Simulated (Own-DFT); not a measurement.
Simulation results for Si₁₂O₂₃ (quartz with two neutral oxygen vacancies, strained, atoms displaced)

A calculation, not a measurement: plane-wave PBE and HSE06 DFT by an unreviewed code, no spin, of a simulated cell at Gamma alone, so results move with cell size and shape, stress positive in tension, energies less offsets, not probed for a lower state with spin; oxygen file: force components 24 meV/angstrom off all-electron in a glass; k mesh not checked against a denser one; forces and stress are PBE's, HSE06 gives the energy alone, and its difference from PBE has offsets of its own; offsets are fitted by least squares, one for each functional and potential file, so energies compare only between cells with the same atoms and settings and are not formation energies; the far tail of each file's local potential was reset to the Coulomb form; each entry is a single point on an unrelaxed cell, so the pressure reflects the starting lattice, mostly measured values (interpolated for alloys), from which strain is counted, and rises with the displacements; printed positions are rounded, which can move forces by about a meV/angstrom; the program, named Own-DFT, is a retired in-house code; no spin-orbit coupling. Program: Own-DFT development build.

Common to all runs: first functional PBE; second functional HSE06; exact exchange share 0.25; screening 0.11 1/bohr; exchange divergence Gygi-Baldereschi; potential files PseudoDojo norm-conserving, scalar-relativistic, made for PBE, standard set; wave cutoff 48 hartree; occupations fixed; k mesh 1 x 1 x 1 centred on Gamma.

(1) Si₁₂O₂₃ (quartz with two neutral oxygen vacancies, strained, atoms displaced)

```
Si12O23
1.0
      9.9238     0.1785     0.0850
     -4.8073     8.5390     0.0133
      0.0935     0.0708    10.7963
Si O Si O Si O Si O Si O Si O Si O Si O
3 5 3 6 3 5 3 6 3 6 3 6 3 6 3 6
Direct
  0.23306 0.99981 0.00579
  0.00268 0.23668 0.33485
  0.26387 0.26047 0.16400
  0.42506 0.29616 0.22735
  0.36566 0.07003 0.39043
  0.07637 0.37024 0.44071
  0.13501 0.21007 0.27437
  0.29001 0.41685 0.10785
  0.23252 0.00148 0.49620
  0.00323 0.23474 0.83120
  0.26631 0.26423 0.66414
  0.21606 0.13475 0.56076
  0.42629 0.29129 0.72386
  0.36652 0.07179 0.88949
  0.06959 0.36043 0.94020
  0.12801 0.20591 0.77092
  0.29629 0.43395 0.60304
  0.23451 0.49976 0.00026
  0.99968 0.73500 0.33083
  0.26649 0.76372 0.16326
  0.20336 0.63276 0.05448
  0.42629 0.79203 0.22666
  0.35747 0.57394 0.38971
  0.07302 0.86848 0.44568
  0.13787 0.70798 0.27589
  0.23435 0.49338 0.49678
  0.99704 0.73695 0.83155
  0.26246 0.76120 0.66582
  0.20521 0.62799 0.55778
  0.42648 0.79315 0.72685
  0.36662 0.56783 0.89262
  0.07122 0.86868 0.94023
  0.13582 0.70739 0.77734
  0.29056 0.92525 0.60370
  0.73673 0.99957 0.99519
  0.49702 0.23424 0.33342
  0.76850 0.26746 0.16585
  0.70981 0.13678 0.06269
  0.93460 0.29916 0.22115
  0.87148 0.08208 0.39621
  0.56980 0.36657 0.43989
  0.63266 0.20786 0.26934
  0.79188 0.42852 0.10389
  0.73513 0.99581 0.50493
  0.50124 0.23516 0.83414
  0.76419 0.26044 0.66579
  0.69882 0.12867 0.56539
  0.92657 0.28683 0.72698
  0.86598 0.07224 0.89197
  0.57417 0.36288 0.93849
  0.62861 0.20544 0.77260
  0.78898 0.42588 0.60975
  0.73730 0.49770 0.99781
  0.50348 0.73762 0.33369
  0.76474 0.76597 0.16468
  0.70951 0.63803 0.06236
  0.92413 0.79827 0.22868
  0.86124 0.56487 0.39176
  0.57134 0.86775 0.44348
  0.62868 0.70296 0.27216
  0.79366 0.93080 0.11082
  0.73231 0.50243 0.49871
  0.49855 0.73418 0.83399
  0.76698 0.76524 0.66411
  0.71123 0.63447 0.55815
  0.93217 0.79775 0.72365
  0.86920 0.57082 0.89088
  0.58095 0.86039 0.94123
  0.63070 0.70830 0.77324
  0.79289 0.92530 0.60601
```

- PBE energy of cell above offsets: -22.417 eV
- HSE06 less PBE above offsets: 0.585 eV
- PBE pressure: 2.37 GPa
- PBE stress xx: -3.13 GPa
- PBE stress yy: -0.4 GPa
- PBE stress zz: -3.58 GPa
- PBE stress yz: 1 GPa
- PBE stress xz: 1.48 GPa
- PBE stress xy: 3.37 GPa

Force:
| element | x (eV/Å) | y (eV/Å) | z (eV/Å) |
| --- | --- | --- | --- |
| Si | 0.764 | -0.281 | 1.035 |
| Si | -1.249 | 1.483 | -0.485 |
| Si | 1.629 | -3.426 | 0.128 |
| O | 0.053 | -0.042 | -0.057 |
| O | 0.213 | 0.375 | -0.554 |
| O | -0.711 | -1.387 | -0.641 |
| O | 1.041 | -0.774 | -0.202 |
| O | -1.522 | 2.917 | -2.048 |
| Si | 1.952 | -2.048 | 0.049 |
| Si | -2.601 | -0.338 | 2.283 |
| Si | -0.066 | 1.542 | 0.931 |
| O | -1.795 | 1.369 | 0.187 |
| O | -0.618 | 0.224 | 0.103 |
| O | -0.785 | -0.486 | 1.185 |
| O | 1.022 | 1.603 | 1.021 |
| O | 3.958 | -0.355 | -1.943 |
| O | 2.408 | -2.941 | 2.747 |
| Si | -0.018 | -2.451 | -0.943 |
| Si | -0.292 | -0.221 | 1.95 |
| Si | -1.038 | 2.226 | -0.835 |
| O | -0.186 | 0.139 | 0.619 |
| O | -0.459 | 0.279 | -0.754 |
| O | 1.993 | 1.552 | -1.664 |
| O | -0.806 | -1.507 | -1.742 |
| O | -0.459 | -0.22 | 0.033 |
| Si | -1.991 | 1.95 | -0.63 |
| Si | 1.874 | -0.154 | 1.452 |
| Si | 0.397 | 0.138 | -0.776 |
| O | -0.644 | 1.21 | 1.133 |
| O | -0.788 | -0.028 | -0.317 |
| O | 0.176 | 0.516 | -0.079 |
| O | -0.087 | 0.374 | 0.078 |
| O | -0.394 | -0.141 | 0.03 |
| O | 0.284 | -0.559 | 0.292 |
| Si | -0.906 | 0.085 | 2.166 |
| Si | 0.523 | 0.338 | 0.033 |
| Si | 0.71 | 0.25 | 0.615 |
| O | 0.372 | -1.321 | -1.498 |
| O | -0.55 | -0.326 | 0.497 |
| O | -0.891 | -1.618 | 1.1 |
| O | 0.396 | 0.572 | 0.418 |
| O | -0.216 | -0.049 | 0.666 |
| O | 1.224 | -0.683 | 1.484 |
| Si | -2.393 | 1.642 | -3.185 |
| Si | -1.599 | -0.542 | -0.37 |
| Si | -0.209 | 1.513 | 1.502 |
| O | 0.712 | -1.23 | -1.207 |
| O | -2.154 | 0.377 | -1.677 |
| O | 1.109 | 0.685 | -1.169 |
| O | 0.472 | 1.91 | 1.382 |
| O | 2.33 | -0.28 | -0.734 |
| O | -0.035 | -0.16 | -0.396 |
| Si | -2.438 | 0.756 | -1.101 |
| Si | -2.053 | -0.911 | 1.369 |
| Si | -0.228 | 0.625 | 1.352 |
| O | 0.741 | -2.023 | -1.991 |
| O | 0.437 | -0.169 | 0.203 |
| O | 1.2 | 2.122 | -1.491 |
| O | 0.953 | 0.292 | -0.022 |
| O | 1.558 | -0.05 | -0.391 |
| O | -0.229 | 0.274 | -0.566 |
| Si | 1.272 | -3.802 | -0.519 |
| Si | -0.888 | -0.418 | 0.384 |
| Si | 0.23 | -1.012 | 1.925 |
| O | -1.744 | 2.167 | 1.111 |
| O | -1.984 | -0.019 | -1.262 |
| O | -0.201 | 0.46 | -0.314 |
| O | -0.61 | 0.431 | 0.369 |
| O | 2.519 | -0.16 | -1.567 |
| O | 1.314 | -0.265 | 1.289 |

(2) Si₁₂O₂₃ (quartz with two neutral oxygen vacancies, strained, atoms displaced)

```
Si12O23
1.0
      9.7658    -0.0376     0.1585
     -4.9155     8.5927     0.0742
      0.1744     0.1949    10.7343
Si O Si O Si O Si O Si O Si O Si O Si O
3 5 3 6 3 6 3 6 3 5 3 6 3 6 3 6
Direct
  0.23767 0.00080 0.00138
  0.99820 0.23400 0.33729
  0.26709 0.26384 0.16482
  0.20906 0.13475 0.06051
  0.42636 0.29408 0.23091
  0.36348 0.07386 0.39443
  0.06944 0.36750 0.44175
  0.29481 0.42610 0.10582
  0.23774 0.99972 0.50151
  0.99644 0.22841 0.83116
  0.26909 0.26215 0.66445
  0.20568 0.12903 0.55636
  0.42404 0.29117 0.72346
  0.37074 0.07720 0.88982
  0.07254 0.36828 0.94073
  0.13718 0.20908 0.77483
  0.28851 0.43298 0.60887
  0.23733 0.50083 0.99714
  0.99869 0.73833 0.33402
  0.26841 0.76936 0.16222
  0.20729 0.63754 0.05847
  0.42499 0.79231 0.22723
  0.36902 0.57641 0.39473
  0.07062 0.86670 0.44224
  0.13491 0.70464 0.27356
  0.29240 0.92676 0.10540
  0.22879 0.49571 0.50152
  0.00358 0.73686 0.83690
  0.26784 0.76980 0.66261
  0.21142 0.63749 0.56295
  0.42318 0.79673 0.72309
  0.36083 0.56915 0.89174
  0.07549 0.86839 0.94007
  0.12976 0.70152 0.77468
  0.29477 0.92676 0.60445
  0.73946 0.99749 0.99359
  0.49944 0.23562 0.33177
  0.76870 0.26864 0.16458
  0.70463 0.13296 0.06431
  0.92637 0.29223 0.22562
  0.57027 0.36506 0.44102
  0.63745 0.20930 0.27033
  0.79484 0.42488 0.10272
  0.73509 0.99844 0.49699
  0.49770 0.23437 0.83403
  0.75836 0.25865 0.66289
  0.70537 0.13138 0.56312
  0.92818 0.29657 0.71956
  0.87403 0.07754 0.89618
  0.56824 0.36142 0.94158
  0.63358 0.20505 0.77471
  0.79566 0.42772 0.60812
  0.73246 0.49813 0.00558
  0.50092 0.73328 0.33728
  0.76863 0.76727 0.16317
  0.70620 0.63839 0.06071
  0.92583 0.78871 0.22827
  0.87193 0.57028 0.39338
  0.56610 0.86166 0.43624
  0.63861 0.71233 0.26956
  0.79788 0.92719 0.10904
  0.72830 0.49916 0.49852
  0.50024 0.73650 0.83255
  0.76663 0.76972 0.66357
  0.70610 0.63593 0.56006
  0.92921 0.79672 0.72581
  0.86589 0.57465 0.89210
  0.57486 0.86404 0.93870
  0.62806 0.70475 0.77527
  0.79377 0.92159 0.60691
```

- PBE energy of cell above offsets: -20.235 eV
- HSE06 less PBE above offsets: -0.021 eV
- PBE pressure: 8.28 GPa
- PBE stress xx: -7.59 GPa
- PBE stress yy: -8.27 GPa
- PBE stress zz: -8.99 GPa
- PBE stress yz: 5.35 GPa
- PBE stress xz: 3.2 GPa
- PBE stress xy: -0.97 GPa

Force:
| element | x (eV/Å) | y (eV/Å) | z (eV/Å) |
| --- | --- | --- | --- |
| Si | -1.413 | -0.348 | -1.145 |
| Si | 0.957 | -1.729 | -0.653 |
| Si | -2.433 | 0.131 | 2.11 |
| O | 0.041 | -0.535 | -0.435 |
| O | -0.868 | 0.65 | -1.485 |
| O | 2.14 | 0.949 | -2.485 |
| O | -0.353 | -0.118 | -0.014 |
| O | 0.16 | 0.497 | -0.161 |
| Si | -2.814 | -2.333 | -0.102 |
| Si | -0.036 | 6.991 | -1.479 |
| Si | -2.616 | 0.979 | -2.221 |
| O | -1.048 | 2.108 | 1.587 |
| O | 2.362 | 0.552 | 0.755 |
| O | -1.184 | -3.339 | 1.32 |
| O | -0.242 | -1.352 | -0.902 |
| O | 0.417 | -0.905 | 0.164 |
| O | 2.384 | -2.84 | 1.879 |
| Si | -3.91 | -1.657 | 3.415 |
| Si | 2.627 | -0.416 | 1.153 |
| Si | 1.252 | -2.253 | 1.478 |
| O | 0.654 | -0.768 | -0.758 |
| O | 0.841 | 0.209 | 0.025 |
| O | -0.497 | -2.561 | 0.607 |
| O | 0.243 | 0.32 | 0.141 |
| O | -1.101 | 0.26 | 0.639 |
| O | 0.239 | 1.393 | 0.097 |
| Si | -1.167 | 2.001 | -0.341 |
| Si | -1.475 | 0.669 | -1.318 |
| Si | -0.696 | -2.522 | 1.223 |
| O | -0.136 | -0.978 | -1.324 |
| O | 2.88 | 0.321 | 1.853 |
| O | 2.961 | 2.488 | -3.501 |
| O | 0.074 | 0.717 | 0.738 |
| O | 1.379 | 0.302 | -0.661 |
| O | 0.116 | 1.322 | 0.341 |
| Si | -3.696 | -0.556 | 5.482 |
| Si | 1.533 | 0.125 | 1.496 |
| Si | 1.993 | -1.46 | -0.993 |
| O | 1.292 | -1.83 | -1.845 |
| O | 0.662 | 0.285 | 0.35 |
| O | -0.518 | -0.585 | -0.407 |
| O | -2.308 | -0.674 | 2.364 |
| O | 0.188 | 1.079 | 0.629 |
| Si | 0.484 | 1.202 | -1.644 |
| Si | 1.297 | 3.325 | -1.292 |
| Si | 1.935 | 2.99 | 0.591 |
| O | -0.068 | -2.306 | -1.768 |
| O | 0.873 | -1.096 | 1.118 |
| O | 0.802 | -2.354 | -1.098 |
| O | 0.322 | 1.188 | 0.861 |
| O | -1.031 | -0.716 | 1.287 |
| O | -1.264 | 0.136 | -1.043 |
| Si | -1.722 | 0.569 | -2.552 |
| Si | -0.45 | 0.88 | -3.809 |
| Si | 1.629 | -0.286 | 0.46 |
| O | 0.657 | -1.834 | -1.222 |
| O | -1.138 | 0.971 | -1.809 |
| O | -0.781 | -0.484 | 0.168 |
| O | 1.127 | 3.034 | 2.776 |
| O | -1.476 | -1.082 | 2.29 |
| O | -0.958 | 2.232 | -2.056 |
| Si | 1.839 | 0.055 | 1.427 |
| Si | -2.975 | -0.024 | -0.358 |
| Si | 2.688 | -4.456 | 2.547 |
| O | -0.162 | -0.295 | -0.324 |
| O | -0.134 | 0.012 | 0.234 |
| O | -0.672 | -1.042 | 0.864 |
| O | 0.017 | 0.656 | 0.424 |
| O | 2.466 | -0.288 | -1.274 |
| O | -2.189 | 4.422 | -2.415 |

(3) Si₁₂O₂₃ (quartz with two neutral oxygen vacancies, strained, atoms displaced)

```
Si12O23
1.0
      9.7610     0.1471    -0.1442
     -4.7531     8.5854    -0.0907
     -0.1587    -0.2068    10.9259
Si O Si O Si O Si O Si O Si O Si O Si O
3 6 3 6 3 6 3 6 3 6 3 5 3 5 3 6
Direct
  0.24149 0.00434 0.00266
  0.99390 0.23091 0.33672
  0.26928 0.26489 0.17000
  0.20114 0.13112 0.05835
  0.42401 0.29047 0.22683
  0.36937 0.07476 0.39265
  0.07430 0.36822 0.43610
  0.12844 0.20889 0.27165
  0.30000 0.43175 0.10438
  0.23928 0.00149 0.50485
  0.99618 0.23359 0.83517
  0.26729 0.25862 0.66654
  0.21309 0.13713 0.56175
  0.42563 0.29446 0.72547
  0.36516 0.07420 0.89524
  0.07572 0.36494 0.94695
  0.13602 0.20118 0.77089
  0.29279 0.42358 0.61016
  0.23651 0.49612 0.99790
  0.99607 0.73645 0.33300
  0.26065 0.75814 0.16569
  0.20455 0.63236 0.05692
  0.43084 0.79596 0.22633
  0.37188 0.57898 0.39527
  0.07194 0.86347 0.43726
  0.13759 0.71004 0.27748
  0.29173 0.92667 0.10745
  0.23522 0.49779 0.50205
  0.99335 0.73138 0.83117
  0.27229 0.76612 0.66484
  0.21174 0.63979 0.55593
  0.42511 0.78780 0.72871
  0.36399 0.57314 0.89582
  0.07356 0.86337 0.94059
  0.13581 0.70876 0.76966
  0.29374 0.92372 0.60683
  0.73555 0.00063 0.00212
  0.49164 0.22323 0.33325
  0.76909 0.26794 0.16817
  0.71042 0.13393 0.06084
  0.92514 0.29416 0.22948
  0.87016 0.07360 0.39422
  0.57296 0.37739 0.44262
  0.62479 0.20440 0.27529
  0.79257 0.42791 0.10979
  0.73546 0.00078 0.50011
  0.49324 0.23272 0.83272
  0.76450 0.26767 0.66213
  0.70794 0.13056 0.55807
  0.92601 0.29382 0.72751
  0.86297 0.07283 0.89225
  0.63558 0.20761 0.77342
  0.79242 0.42615 0.60595
  0.73276 0.50331 0.00065
  0.50008 0.73546 0.32824
  0.77207 0.76755 0.16568
  0.93047 0.79729 0.22690
  0.86918 0.56909 0.39240
  0.57206 0.87102 0.43540
  0.63575 0.71001 0.27277
  0.79641 0.92642 0.10696
  0.72867 0.49660 0.49901
  0.50255 0.73444 0.83459
  0.76355 0.76489 0.66531
  0.70388 0.63374 0.56035
  0.92526 0.79770 0.72559
  0.86708 0.57771 0.89070
  0.57233 0.86036 0.93987
  0.63202 0.70550 0.77010
  0.79939 0.93260 0.60854
```

- PBE energy of cell above offsets: -20.483 eV
- HSE06 less PBE above offsets: 0.596 eV
- PBE pressure: 3.68 GPa
- PBE stress xx: -6.7 GPa
- PBE stress yy: -1.26 GPa
- PBE stress zz: -3.09 GPa
- PBE stress yz: -3.8 GPa
- PBE stress xz: -6.95 GPa
- PBE stress xy: 3.55 GPa

Force:
| element | x (eV/Å) | y (eV/Å) | z (eV/Å) |
| --- | --- | --- | --- |
| Si | -1.658 | -2.149 | -1.874 |
| Si | 1.026 | -0.147 | -0.563 |
| Si | -5.579 | 0.182 | -2.012 |
| O | -0.468 | 1.438 | 0.963 |
| O | 2.567 | 0.402 | 1.312 |
| O | -1.606 | -2.295 | 2.248 |
| O | 0.008 | 0.955 | 1.34 |
| O | 1.892 | 0.132 | -1.096 |
| O | 1.602 | -2.028 | 2.126 |
| Si | -0.453 | -1.433 | -3.332 |
| Si | 1.974 | -0.909 | 0.112 |
| Si | -4.788 | 2.889 | 1.602 |
| O | -0.145 | -2.304 | -2.726 |
| O | 2.517 | 0.661 | 0.779 |
| O | 0.536 | 0.647 | -0.563 |
| O | -1.356 | -1.992 | -1.579 |
| O | -1.445 | 0.323 | 0.741 |
| O | -0.017 | -0.252 | -0.045 |
| Si | 0.158 | 2.164 | 0.115 |
| Si | 2.15 | -3.484 | 0.811 |
| Si | -0.815 | 1.733 | 1.002 |
| O | -0.131 | -0.542 | -0.403 |
| O | -2.201 | 0.359 | -2.171 |
| O | -0.46 | -0.487 | 0.446 |
| O | 0.903 | 3.275 | 2.681 |
| O | 0.242 | 0.051 | -0.937 |
| O | 1.355 | -1.219 | 1.556 |
| Si | 1.126 | 1.148 | -1.555 |
| Si | 2.411 | 1.162 | 0.214 |
| Si | -3.518 | -1.077 | 1.173 |
| O | -0.019 | -1.019 | -0.687 |
| O | 1.304 | 0.861 | 0.121 |
| O | 1.069 | 1.152 | -1.255 |
| O | 0.532 | 1 | 0.271 |
| O | -0.112 | 0.234 | -0.465 |
| O | 0.564 | 0.788 | 0.475 |
| Si | 0.966 | -0.974 | -2.159 |
| Si | -0.287 | 3.906 | 1.543 |
| Si | -3.53 | -0.659 | 0.367 |
| O | -1.214 | 0.947 | 0.615 |
| O | 0.848 | 0.246 | 0.493 |
| O | -0.732 | -0.753 | 0.751 |
| O | -2.404 | -4.701 | -2.967 |
| O | 3.907 | 0.358 | -2.388 |
| O | 0.184 | -0.297 | 0.031 |
| Si | 1.606 | -1.759 | -1.939 |
| Si | 2.836 | 1.149 | 2.241 |
| Si | -0.569 | -1.039 | 1.909 |
| O | -1.817 | 2.094 | 0.795 |
| O | -0.051 | 0.255 | -0.24 |
| O | -0.126 | 0.197 | 0.365 |
| O | -0.25 | 0.086 | -0.755 |
| O | 0.027 | 0.447 | -0.062 |
| Si | -1.203 | 0.647 | -0.875 |
| Si | 0.394 | -1.485 | 2.982 |
| Si | -2.495 | -2.908 | -1.333 |
| O | 0.583 | 0.939 | -0.298 |
| O | -0.923 | 0.579 | 0.474 |
| O | 0.526 | 0.635 | 0.604 |
| O | 2.071 | 0.096 | -1.345 |
| O | 0.079 | 0.309 | 0.008 |
| Si | 3.147 | 3.458 | -0.475 |
| Si | -0.586 | -3.062 | 0.093 |
| Si | -1.576 | 1.012 | 0.201 |
| O | -0.108 | -0.279 | -0.702 |
| O | 0.882 | 0.079 | 0.32 |
| O | -0.766 | -1.288 | 1.006 |
| O | 0.552 | 2.436 | 2.074 |
| O | 0.853 | -0.023 | -0.325 |
| O | 0.01 | -0.87 | 0.167 |
